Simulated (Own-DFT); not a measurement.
# Point defects and the pressure they add: grey tin

The numbers are computed, not measured, by runs of the plane-wave DFT program Own-DFT (in-house, retired, unreviewed) at fixed positions, with no spin and no spin-orbit coupling.

Common settings: PBE; PseudoDojo norm-conserving scalar-relativistic files; cutoff 42 hartree; 3 x 3 x 3 k mesh centred on Gamma; cold (Marzari-Vanderbilt) smearing of 0.2 eV.

Keep in mind (not all hold for every row): not probed for a lower state with spin; forces on such cells moved up to 12 meV/angstrom on a denser k mesh; stress not checked against mesh or cutoff.

All runs share one cell, with vectors in Å (12.978, 0.000, 0.000); (0.000, 12.978, 0.000); (0.000, 0.000, 12.978) and a volume of 2185.9 Å³. The atoms are randomly displaced, by u rms on each axis. The defect's site can differ from row to row.

```
cell,formula,u (Å),P (GPa)
no defect,Sn64,0.0205,3.38
no defect,Sn64,0.0512,3.58
no defect,Sn64,0.0514,3.65
one Sn vacancy,Sn63,0.0282,3.24
one Sn vacancy,Sn63,0.0321,3.27
one Sn vacancy,Sn63,0.0483,3.40
one Sn vacancy,Sn63,0.0522,?
two Sn vacancies,Sn62,0.0292,3.08
two Sn vacancies,Sn62,0.0302,3.09
two Sn vacancies,Sn62,0.0488,3.22
```

## Worked fit

P = P0 + c u² + a shift for each defect gives P0 = 3.35 GPa, c = 101 ± 9 GPa/Å² and a scatter of 0.02 GPa. The shifts, and each times the cell's volume:

- one Sn vacancy: -0.18 ± 0.02 GPa, -2.5 eV
- two Sn vacancies: -0.36 ± 0.02 GPa, -4.9 eV (-2.4 eV for each of its 2 sites)

A positive shift means that the defect pushes the cell outwards. Shift times volume (160.2 GPa Å³ is 1 eV) depends little on the cell's size, so, taken for each site, it can be compared between cells at like pressure. The atoms around the defects weren't relaxed, which would change these numbers.

## Withheld run

Asked: what pressure belongs in the blank (one Sn vacancy, u = 0.0522 Å)?

The fit gives 3.44 ± 0.03 GPa. The run itself gave 3.36 GPa.
